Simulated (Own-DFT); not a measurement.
AlGa₃N₄ (wurtzite random alloy, strained, atoms displaced) (calculated)

All values are calculated (Own-DFT development build). A calculation, not a measurement: plane-wave PBE density functional theory by an unreviewed code, no spin, of a simulated periodic cell, stress positive in tension, free energy of the whole cell less one offset for each atom, forces on such cells passed a denser k mesh, this cell's mesh not checked; offsets are fitted by least squares, one for each functional and potential file, so energies compare only between cells with the same atoms and settings and are not formation energies; the far tail of each file's local potential was reset to the Coulomb form; each entry is a single point on an unrelaxed cell, so the pressure reflects the starting lattice, mostly measured values, from which strain is counted, and rises with the displacements; printed positions are rounded, which can move forces by about a meV/angstrom; the program is a retired in-house code; no spin-orbit coupling.

Common to all runs: functional PBE; potential files PseudoDojo norm-conserving, scalar-relativistic, standard set with the stringent files for Ga; wave cutoff 96 hartree; occupations Gaussian; smearing width 0.01 eV; k mesh 4 x 4 x 3 centred on Gamma.

(1) AlGa₃N₄ (wurtzite random alloy, strained, atoms displaced)

```
AlGa3N4
1.0
      9.6281     0.0000     0.0000
     -4.8141     8.3382     0.0000
      0.0000     0.0000    10.2685
Ga N Ga Al N Ga N Ga N Ga N Ga N Ga Al N Ga N Ga Al N Ga N Ga Al N Ga N Ga N Ga Al N Al N Ga Al N Ga Al N Ga N
2 2 1 1 2 2 2 2 2 2 2 2 2 1 1 2 2 2 1 1 2 2 2 1 1 2 2 2 2 2 1 1 2 2 2 1 1 2 1 1 2 2 2
Direct
  0.11084 0.22252 0.99613
  0.22273 0.11122 0.26019
  0.10957 0.21502 0.18620
  0.22627 0.11149 0.44251
  0.11611 0.22481 0.49150
  0.21692 0.10689 0.74387
  0.11439 0.22040 0.68814
  0.22867 0.12323 0.94822
  0.10674 0.56295 0.00418
  0.21727 0.43555 0.24982
  0.10206 0.55877 0.19053
  0.21951 0.45017 0.44043
  0.11848 0.55179 0.49171
  0.23032 0.43725 0.74271
  0.11677 0.56265 0.68604
  0.22869 0.45495 0.94571
  0.10924 0.88992 0.99925
  0.22762 0.77352 0.25503
  0.11360 0.89219 0.17918
  0.22194 0.77609 0.43838
  0.11046 0.88319 0.50273
  0.22607 0.78303 0.75053
  0.11749 0.89132 0.68510
  0.22444 0.78778 0.93745
  0.43717 0.21946 0.00637
  0.55906 0.11326 0.24360
  0.43880 0.21647 0.17913
  0.55435 0.11621 0.43650
  0.44236 0.22211 0.49739
  0.55833 0.11660 0.75492
  0.44278 0.21724 0.68960
  0.55930 0.10695 0.94213
  0.45197 0.55767 0.99580
  0.56601 0.45361 0.24791
  0.45278 0.55612 0.18772
  0.55115 0.44282 0.44651
  0.44540 0.55878 0.49969
  0.55561 0.44150 0.74556
  0.44279 0.56005 0.68487
  0.55123 0.44791 0.94416
  0.44848 0.89338 0.99854
  0.56570 0.79584 0.25540
  0.45028 0.88763 0.19171
  0.55924 0.78052 0.43391
  0.43866 0.87704 0.50831
  0.54853 0.76975 0.75414
  0.43220 0.88048 0.68615
  0.55627 0.78392 0.94159
  0.76956 0.21102 0.00488
  0.89295 0.11235 0.25366
  0.77255 0.21880 0.18249
  0.89121 0.11036 0.44003
  0.77880 0.23103 0.49959
  0.88194 0.10012 0.74574
  0.78573 0.23191 0.68782
  0.88882 0.11024 0.93870
  0.77198 0.55747 0.99940
  0.89390 0.44004 0.24992
  0.78070 0.56330 0.19048
  0.88608 0.43708 0.43890
  0.78226 0.55962 0.49612
  0.89156 0.44654 0.74835
  0.77398 0.54976 0.69491
  0.88107 0.44023 0.92995
  0.77675 0.88876 0.99636
  0.89426 0.78459 0.25088
  0.77663 0.89552 0.18358
  0.89446 0.77998 0.43520
  0.78092 0.89235 0.49731
  0.88062 0.78317 0.76106
  0.77257 0.88480 0.68677
  0.89289 0.77475 0.93634
```

| Item | Value |
| --- | --- |
| free energy of cell above offsets | -9.776 eV |
| pressure | 2.33 GPa |
| stress xx | -0.57 GPa |
| stress yy | 0.39 GPa |
| stress zz | -6.83 GPa |
| stress yz | -0.15 GPa |
| stress xz | 0.15 GPa |
| stress xy | -0.27 GPa |

Force:
```csv
element,x (eV/Å),y (eV/Å),z (eV/Å)
Ga,-0.339,1.024,0.129
Ga,0.541,-0.478,-2.406
N,-0.37,0.656,1.002
N,-0.773,-0.491,0.134
Ga,-0.402,-0.21,1.305
Al,0.953,0.515,1.063
N,-0.613,-1.398,-0.198
N,-0.745,-2.021,-3.108
Ga,0.368,-0.573,-1.554
Ga,0.813,1.246,-1.219
N,1.103,-0.947,0.552
N,2.754,-1.7,-1.176
Ga,-3.214,1.308,2.21
Ga,-2.395,0.953,1.639
N,-0.384,-1.307,0.126
N,-0.58,-0.69,-0.962
Ga,0.53,1.056,-0.595
Ga,-0.748,1.189,-1.334
N,-0.454,-0.655,3.053
N,0.086,-0.084,0.293
Ga,0.104,0.33,-0.481
Ga,-1.007,-1.393,0.196
N,-1.476,0.415,1.388
N,0.435,-0.536,0.506
Ga,1.074,0.787,-2.407
Al,-1.061,-0.382,0.854
N,1.368,1.015,4.491
N,0.705,-0.917,-0.795
Ga,1.099,0.043,0.714
Ga,0.484,-0.464,-0.919
N,-1.097,-0.035,0.321
N,-1.486,0.672,-0.498
Ga,-1.912,0.504,1.472
Al,-0.887,-0.929,0.195
N,-0.581,0.742,1.276
N,0.498,0.678,-1.869
Ga,0.29,0.129,-0.852
Ga,-0.363,-0.181,0.657
N,1.263,-0.654,0.358
N,2.326,-0.558,-1.227
Ga,-0.819,-1.008,0.804
Al,0.421,-2.031,-1.642
N,-0.42,0.858,0.039
N,-0.069,0.002,0.766
Ga,0.087,1.631,-2.028
Ga,-0.522,1.137,-0.364
N,2.202,1.539,1.532
N,0.602,-0.682,-0.684
Ga,1.06,1.686,-2.088
Ga,-0.518,-0.134,-1.11
N,0.385,1.002,2.756
N,-0.282,0.648,0.175
Ga,-0.224,-2.073,0.462
Al,-0.157,1.952,0.381
N,0.449,-1.322,0.68
N,0.09,-0.264,-1.454
Al,1.007,-0.794,-0.1
Al,-1.872,0.092,-0.204
N,0.713,-0.401,-0.109
N,0.273,2.006,-1.625
Ga,-0.248,-0.637,0.929
Al,0.558,0.471,-0.227
N,0.76,1.104,-0.883
N,-0.365,0.612,1.594
Ga,0.367,0.289,0.438
Al,0.031,-0.126,-1.242
N,0.893,-0.96,1.546
N,-0.511,0.144,-0.285
Ga,0.095,-0.672,0.118
Ga,1.653,-1.145,-2.894
N,-0.361,0.737,0.356
N,-1.187,-0.32,2.028
```

(2) AlGa₃N₄ (wurtzite random alloy, strained, atoms displaced)

```
AlGa3N4
1.0
      9.6281     0.0000     0.0000
     -4.8141     8.3382     0.0000
      0.0000     0.0000    10.2685
Ga N Ga N Ga Al N Ga N Ga Al N Ga N Ga Al N Ga Al N Al N Al Ga N Ga N Ga N Ga N Al Ga N Ga N Al Ga N Ga N Ga N
2 2 2 2 1 1 2 2 2 1 1 2 2 2 1 1 2 1 1 2 2 2 1 1 2 2 2 2 2 2 2 1 1 2 2 2 1 1 2 2 2 2 2
Direct
  0.10944 0.22311 0.99909
  0.22240 0.11102 0.25314
  0.11145 0.21246 0.19747
  0.22982 0.11476 0.43256
  0.11639 0.23071 0.49743
  0.22326 0.11317 0.75206
  0.11387 0.23402 0.69782
  0.22918 0.11005 0.94933
  0.10337 0.54954 0.00606
  0.23058 0.44360 0.24482
  0.11369 0.56026 0.18508
  0.21374 0.44273 0.43956
  0.11186 0.55754 0.50305
  0.21524 0.44637 0.74583
  0.11373 0.56091 0.68719
  0.22963 0.44257 0.93468
  0.10258 0.88315 0.00015
  0.22583 0.77742 0.25872
  0.10477 0.88614 0.18675
  0.22465 0.77398 0.43631
  0.10021 0.87895 0.50153
  0.23147 0.78664 0.75159
  0.11251 0.88238 0.68417
  0.22696 0.77597 0.93382
  0.45365 0.22851 0.00621
  0.55692 0.11378 0.25046
  0.44605 0.23084 0.19335
  0.55393 0.10427 0.44795
  0.44956 0.22451 0.49803
  0.56135 0.11248 0.74160
  0.43980 0.23148 0.69192
  0.54840 0.10200 0.93738
  0.44147 0.55451 0.00456
  0.55762 0.44541 0.23746
  0.43316 0.54473 0.19076
  0.55643 0.43879 0.43114
  0.44385 0.56214 0.50673
  0.55692 0.44151 0.73752
  0.44593 0.55289 0.69252
  0.56480 0.44157 0.94520
  0.44107 0.88137 0.00274
  0.55915 0.78807 0.25401
  0.44072 0.89098 0.19497
  0.55841 0.77150 0.43405
  0.44115 0.88575 0.50203
  0.55051 0.76550 0.75316
  0.44064 0.88928 0.68062
  0.55600 0.78344 0.94738
  0.76983 0.21778 0.00327
  0.89229 0.11151 0.24740
  0.77949 0.22278 0.19270
  0.88966 0.10446 0.43058
  0.76279 0.21338 0.49264
  0.89139 0.12167 0.74734
  0.78383 0.22788 0.68978
  0.89416 0.10934 0.93735
  0.77868 0.55221 0.99843
  0.88693 0.44188 0.25793
  0.78150 0.55939 0.19336
  0.88836 0.44839 0.43774
  0.77689 0.55974 0.50233
  0.88403 0.44651 0.74589
  0.76563 0.54329 0.69981
  0.88817 0.44831 0.93966
  0.77021 0.88826 0.00109
  0.89624 0.78042 0.24487
  0.77018 0.88857 0.18829
  0.88893 0.77144 0.44074
  0.77172 0.87904 0.49898
  0.89303 0.77829 0.74991
  0.76920 0.88556 0.69192
  0.89222 0.76624 0.93656
```

| Item | Value |
| --- | --- |
| free energy of cell above offsets | -9.310 eV |
| pressure | 2.51 GPa |
| stress xx | -1.18 GPa |
| stress yy | -1 GPa |
| stress zz | -5.34 GPa |
| stress yz | 0.22 GPa |
| stress xz | -0.36 GPa |
| stress xy | -2.14 GPa |

Force:
```csv
element,x (eV/Å),y (eV/Å),z (eV/Å)
Ga,1.258,-0.249,0.454
Ga,0.712,-0.65,-1.246
N,-0.991,2.341,-1.375
N,-0.562,-0.846,2.417
Ga,-0.057,-1.611,0.32
Ga,-0.402,-0.152,0.717
N,0.538,-2.136,-1.723
N,-0.829,-0.077,-1.122
Ga,0.81,0.608,-1.862
Al,-2.38,-0.926,1.112
N,0.852,-0.329,2.457
N,1.771,1.553,-0.8
Ga,-0.42,-0.501,-0.766
Ga,0.774,0.929,1.04
N,-0.754,0.142,0.595
N,-0.551,0.706,1.044
Ga,1.609,0.701,-0.204
Al,-0.879,-0.228,-2.033
N,2.321,0.302,0.916
N,-0.7,0.358,0.341
Ga,1.395,1.544,-1.001
Ga,-0.426,-1.048,-0.245
N,-0.815,1.032,0.987
N,-0.758,-0.36,1.313
Ga,-0.419,-1.204,-0.777
Al,-0.483,-0.055,0.118
N,1.626,-1.17,0.439
N,-0.252,0.426,-1.917
Ga,-0.921,-0.075,0.09
Al,-0.881,-0.089,1.037
N,1.914,-2.636,-0.895
N,0.569,0.63,-0.815
Al,0.778,-0.255,-0.578
Al,-0.135,0.795,1.568
N,1.743,1.376,-0.868
N,-0.374,1.936,0.801
Al,0.426,-1.499,-1.564
Ga,-1.716,0.083,2.855
N,-0.829,0.031,-1.282
N,-2.456,1.015,-0.697
Ga,-1.142,0.914,0.24
Ga,-0.349,-1.404,-1.168
N,-0.266,0.672,0.314
N,-1.183,-0.435,1.783
Ga,0.428,-0.603,-1.308
Ga,-0.482,1.591,0.416
N,1.372,0.878,2.106
N,0.324,-2.458,-0.973
Ga,0.552,0.335,-0.892
Ga,-0.086,-0.311,-0.17
N,-1.043,-0.525,0.221
N,-1.236,0.47,2.242
Al,2.845,1.437,0.79
Ga,0.558,-1.359,0.364
N,-1.711,-0.799,-1.586
N,-1.221,0.026,0.383
Ga,0.03,0.308,0.896
Ga,0.293,0.933,-1.639
N,-0.649,-0.833,-0.522
N,-0.702,-0.984,2.284
Al,-0.014,-1.43,-0.555
Ga,1.483,0.042,0.997
N,1.524,2.691,-3.081
N,0.913,-1.518,-0.376
Ga,1.697,0.201,-0.386
Ga,-1.6,-0.57,0.732
N,1.216,-0.012,0.046
N,-0.867,-0.342,-0.109
Ga,0.629,1.257,0.232
Ga,-0.703,-0.223,0.036
N,0.985,0.405,-0.25
N,-1.703,1.238,0.078
```

(3) AlGa₃N₄ (wurtzite random alloy, strained, atoms displaced)

```
AlGa3N4
1.0
      9.6281     0.0000     0.0000
     -4.8141     8.3382     0.0000
      0.0000     0.0000    10.2685
Al Ga N Ga N Ga N Ga Al N Ga Al N Ga N Ga N Ga N Ga N Ga N Ga N Ga N Al Ga N Ga N Al N Al Ga N Al N Ga N
1 1 2 2 2 2 2 1 1 2 1 1 2 2 2 2 2 2 2 2 2 2 2 2 2 2 2 1 1 2 2 2 2 2 1 1 2 2 2 2 2
Direct
  0.11187 0.21736 0.99802
  0.21528 0.10479 0.25888
  0.11930 0.21947 0.18551
  0.23084 0.11490 0.44285
  0.11246 0.21976 0.50497
  0.23018 0.12096 0.74275
  0.11603 0.23073 0.69742
  0.22022 0.11525 0.93778
  0.11031 0.55436 0.99742
  0.22311 0.44606 0.24602
  0.11588 0.55701 0.18868
  0.21786 0.44361 0.43436
  0.10654 0.55111 0.50365
  0.22794 0.45754 0.75099
  0.10256 0.55267 0.69537
  0.22809 0.43804 0.93999
  0.10609 0.88453 0.99821
  0.23583 0.78482 0.25183
  0.12068 0.89602 0.19420
  0.22536 0.78261 0.44549
  0.11617 0.89313 0.49216
  0.21960 0.77314 0.74636
  0.10961 0.88892 0.69022
  0.21808 0.78127 0.93352
  0.43893 0.22218 0.00073
  0.55596 0.10482 0.25616
  0.45105 0.23030 0.19796
  0.55578 0.11576 0.44883
  0.43638 0.22910 0.50077
  0.54446 0.10885 0.75783
  0.44459 0.22338 0.69048
  0.56248 0.11487 0.93791
  0.45564 0.55841 0.99471
  0.56008 0.44374 0.24436
  0.44394 0.55507 0.17946
  0.55451 0.44168 0.43924
  0.44116 0.55240 0.50090
  0.54882 0.43928 0.75183
  0.43842 0.55465 0.68093
  0.55617 0.44237 0.93217
  0.45535 0.88866 0.99454
  0.56153 0.76939 0.24890
  0.45144 0.88914 0.19102
  0.56060 0.77098 0.44521
  0.43934 0.89049 0.50594
  0.54848 0.78440 0.74388
  0.44885 0.88900 0.68379
  0.54639 0.77277 0.93961
  0.77862 0.22511 0.00180
  0.88646 0.11410 0.24911
  0.78177 0.23012 0.18917
  0.88880 0.10579 0.44361
  0.77021 0.21470 0.49940
  0.89288 0.11443 0.75327
  0.77765 0.22031 0.68956
  0.89176 0.10917 0.93957
  0.77303 0.55287 0.99688
  0.88719 0.45288 0.25149
  0.78883 0.57115 0.19065
  0.87817 0.44125 0.44041
  0.79268 0.56734 0.50272
  0.88856 0.44450 0.74786
  0.77774 0.55193 0.69108
  0.89361 0.45052 0.93681
  0.77212 0.88516 0.99862
  0.88973 0.77952 0.25315
  0.76969 0.88890 0.19633
  0.88458 0.77477 0.43892
  0.77685 0.88388 0.50010
  0.88159 0.78528 0.74771
  0.77472 0.88722 0.68714
  0.89384 0.77909 0.93957
```

| Property | Result |
| --- | --- |
| free energy of cell above offsets | -10.689 eV |
| pressure | 1.72 GPa |
| stress xx | -0.33 GPa |
| stress yy | -0.43 GPa |
| stress zz | -4.4 GPa |
| stress yz | -0.25 GPa |
| stress xz | -0.61 GPa |
| stress xy | 0.19 GPa |

Force:
```csv
element,x (eV/Å),y (eV/Å),z (eV/Å)
Al,-0.215,0.601,0.187
Ga,0.824,1.685,-1.316
N,-1.425,0.084,-0.124
N,-2.014,-0.803,0.027
Ga,-0.809,0.541,-0.172
Ga,-1.046,-1.565,1.335
N,-0.102,0.66,-0.866
N,0.476,-0.6,-0.012
Ga,0.869,0.34,0.193
Ga,0.33,-0.595,-0.308
N,-1.464,0.942,0.679
N,0.194,-0.202,0.77
Ga,-0.19,-0.013,-0.636
Al,-0.062,-1.415,0.475
N,2.138,0.095,-0.856
N,-0.876,0.339,-0.788
Ga,0.75,1.331,0.391
Al,-0.659,-0.8,-0.263
N,-0.317,-2.186,0.158
N,0.047,-1.107,-1.683
Ga,-0.803,-0.535,1.6
Ga,-0.769,0.933,0.123
N,-0.092,0.491,-0.752
N,1.545,-0.229,0.779
Ga,0.294,-0.497,0.827
Ga,-0.316,1.088,-0.125
N,0.065,-2.02,-1.309
N,-0.853,-1.031,-0.999
Ga,2.802,0.501,0.191
Ga,1.515,0.42,-1.811
N,0.245,0.029,-0.323
N,-0.095,0.066,1.504
Ga,-1.465,-1.145,0.172
Ga,-0.531,1.164,1.291
N,0.731,-0.2,1.087
N,0.666,1.529,0.033
Ga,0.381,-0.21,-1.517
Ga,0.443,1.193,-1.763
N,-0.185,0.066,2.491
N,0.981,0.462,1.794
Ga,-2.776,0.621,1.331
Ga,-1.878,-0.24,1.229
N,-0.541,-0.52,-0.139
N,-1.666,0.554,-0.96
Ga,1.541,0.232,-1.942
Ga,2.293,-1.43,0.492
N,-2.116,0.714,1.829
N,2.598,0.755,-1.174
Al,0.651,0.332,-0.457
Ga,0.877,0.225,0.242
N,-0.339,0.496,-0.262
N,-0.055,0.507,-0.555
Ga,0.856,0.76,0.693
Ga,-0.448,-0.106,-0.638
N,-0.428,-0.183,0.446
N,-0.8,-0.206,1.507
Al,1.098,0.747,-0.043
Al,1.04,-0.34,-0.107
N,0.083,-1.116,-1.131
N,0.708,0.813,-0.618
Al,-1.57,-1.93,0.3
Ga,-0.849,-0.882,0.415
N,-0.938,0.894,-0.84
N,-1.284,-1.3,1.181
Al,0.669,0.485,0.362
Al,0.013,0.987,-0.431
N,2.78,0.326,-2.009
N,1.178,0.28,-0.623
Ga,-0.245,0.493,-0.089
Ga,2.024,-1.206,0.417
N,-0.888,0.804,0.601
N,-2.597,-0.976,0.493
```

(4) AlGa₃N₄ (wurtzite random alloy, strained, atoms displaced)

```
AlGa3N4
1.0
      9.6281     0.0000     0.0000
     -4.8141     8.3382     0.0000
      0.0000     0.0000    10.2685
Ga N Ga N Ga N Ga N Ga N Al N Ga Al N Ga N Ga N Ga Al N Ga Al N Al Ga N Ga Al N Ga N Al Ga N Ga N Ga N Ga Al N
2 2 2 2 2 2 2 2 2 2 2 2 1 1 2 2 2 2 2 1 1 2 1 1 2 1 1 2 1 1 2 2 2 1 1 2 2 2 2 2 1 1 2
Direct
  0.11936 0.21736 0.00934
  0.22532 0.11097 0.24225
  0.11705 0.21789 0.19241
  0.22833 0.10872 0.44251
  0.10946 0.22345 0.50471
  0.21634 0.10891 0.75262
  0.11109 0.22524 0.68798
  0.22300 0.11266 0.94534
  0.11022 0.55728 0.99758
  0.21416 0.44252 0.25182
  0.10928 0.55788 0.19421
  0.23194 0.45719 0.44376
  0.12238 0.55820 0.50235
  0.22965 0.44049 0.75085
  0.10451 0.55382 0.69230
  0.22592 0.44674 0.94499
  0.11327 0.88289 0.00606
  0.23489 0.77776 0.25128
  0.10918 0.88872 0.18963
  0.22093 0.78527 0.44613
  0.11893 0.88839 0.50082
  0.21654 0.76830 0.74575
  0.11860 0.89817 0.68686
  0.21925 0.77490 0.93752
  0.43784 0.21091 0.00006
  0.54758 0.10906 0.24994
  0.43923 0.22040 0.19157
  0.55630 0.11028 0.43683
  0.42494 0.21493 0.50497
  0.55066 0.10683 0.75620
  0.44377 0.22920 0.68835
  0.55843 0.11619 0.94804
  0.44260 0.55646 0.99949
  0.55693 0.44771 0.25321
  0.44350 0.55498 0.19158
  0.56403 0.44889 0.44489
  0.45563 0.56217 0.50676
  0.55455 0.45043 0.75192
  0.44926 0.55396 0.69276
  0.55219 0.43379 0.94557
  0.44847 0.89030 0.00117
  0.55369 0.78178 0.25035
  0.44922 0.89210 0.19534
  0.56366 0.78476 0.42530
  0.44622 0.88705 0.50505
  0.55957 0.78238 0.75149
  0.45192 0.89843 0.68856
  0.55664 0.77538 0.93906
  0.77641 0.22577 0.99729
  0.88802 0.11180 0.25315
  0.77654 0.22442 0.19347
  0.88772 0.11589 0.44437
  0.78567 0.21936 0.50227
  0.88674 0.10584 0.75419
  0.77590 0.22537 0.68497
  0.89663 0.10657 0.94289
  0.78227 0.56421 0.99328
  0.88413 0.45041 0.25207
  0.79158 0.56409 0.18872
  0.89018 0.44315 0.43470
  0.78620 0.54867 0.48800
  0.90133 0.44506 0.74575
  0.78256 0.55851 0.68601
  0.89232 0.43848 0.93622
  0.78392 0.88860 0.99758
  0.87907 0.77234 0.24639
  0.77747 0.88965 0.19163
  0.89624 0.78337 0.43406
  0.77325 0.88681 0.49298
  0.89078 0.77698 0.75346
  0.77349 0.88211 0.68603
  0.87980 0.77512 0.93731
```

| Property | Result |
| --- | --- |
| free energy of cell above offsets | -10.161 eV |
| pressure | 2.08 GPa |
| stress xx | -1.22 GPa |
| stress yy | -0.48 GPa |
| stress zz | -4.54 GPa |
| stress yz | -0.76 GPa |
| stress xz | 0.23 GPa |
| stress xy | 0.21 GPa |

Force:
```csv
element,x (eV/Å),y (eV/Å),z (eV/Å)
Ga,-1.567,1.112,-0.866
Ga,-0.101,-0.886,1.959
N,-2.424,0.375,1.054
N,-3.29,-1.413,-1.225
Ga,0.739,-0.086,-1.272
Ga,0.776,0.872,0.042
N,-0.126,-0.502,0.979
N,0.328,-1.566,-1.028
Ga,0.452,-0.744,0.867
Ga,1.084,0.219,-0.076
N,0.302,-0.085,-0.725
N,0.763,-1.373,-0.178
Ga,-1.924,0.331,-0.332
Ga,-1.055,0.408,0.717
N,3.256,1.533,-0.709
N,-0.484,-0.75,-0.754
Ga,-0.808,0.434,-0.703
Ga,-2.116,-0.041,0.565
N,0.726,-0.498,0.367
N,2.322,-0.679,-0.143
Al,-2.218,0.728,-0.197
Al,-0.035,1.752,0.355
N,-0.201,-2.313,0.516
N,0.676,0.54,-1.009
Ga,-0.014,1.686,0.75
Al,0.896,0.994,0.822
N,1.78,0.284,-0.186
N,-0.319,-0.749,0.291
Ga,4.031,1.793,-0.135
Ga,-0.143,2.011,-0.858
N,0.019,0.06,1.801
N,0.165,-1.5,-1.135
Ga,1.039,-0.521,0.801
Ga,0.034,-0.222,-0.277
N,-0.377,1.09,0.167
N,-0.9,-0.667,-0.62
Ga,0.196,-0.006,-1.449
Al,2.144,-1.051,0.176
N,-0.537,0.799,0.249
N,0.455,1.703,-1.225
Ga,-0.111,-0.419,0.112
Al,1.041,-0.747,-1.499
N,0.422,0.293,-0.913
N,-1.804,-0.597,2.55
Al,-0.081,1.323,-1.457
Ga,-0.207,-0.31,-0.116
N,-0.849,-2.464,-0.005
N,-0.214,0.721,0.253
Ga,1.463,-0.35,1.346
Al,-0.076,0.103,-0.372
N,0.101,-0.851,-0.208
N,2.049,-0.925,-1.851
Ga,-2.945,0.758,-0.641
Ga,-0.379,0.407,-0.674
N,0.568,-0.809,1.757
N,-0.872,0.812,-0.176
Al,0.005,-2.181,0.669
Ga,1.587,-1.143,-0.591
N,-2.068,-1.14,-2.005
N,1.888,-0.386,0.99
Ga,-1.382,1.668,1.997
Ga,-3.379,-1.186,0.645
N,-0.469,0.242,1.022
N,-1.298,1.562,0.26
Ga,-1.364,0.276,1.169
Ga,0.965,1.681,0.835
N,-1.071,0.626,-0.1
N,0.417,-0.049,0.929
Ga,1.536,0.205,0.541
Al,-0.041,-0.191,-1.729
N,1.082,0.391,0.448
N,1.941,-0.394,-0.561
```
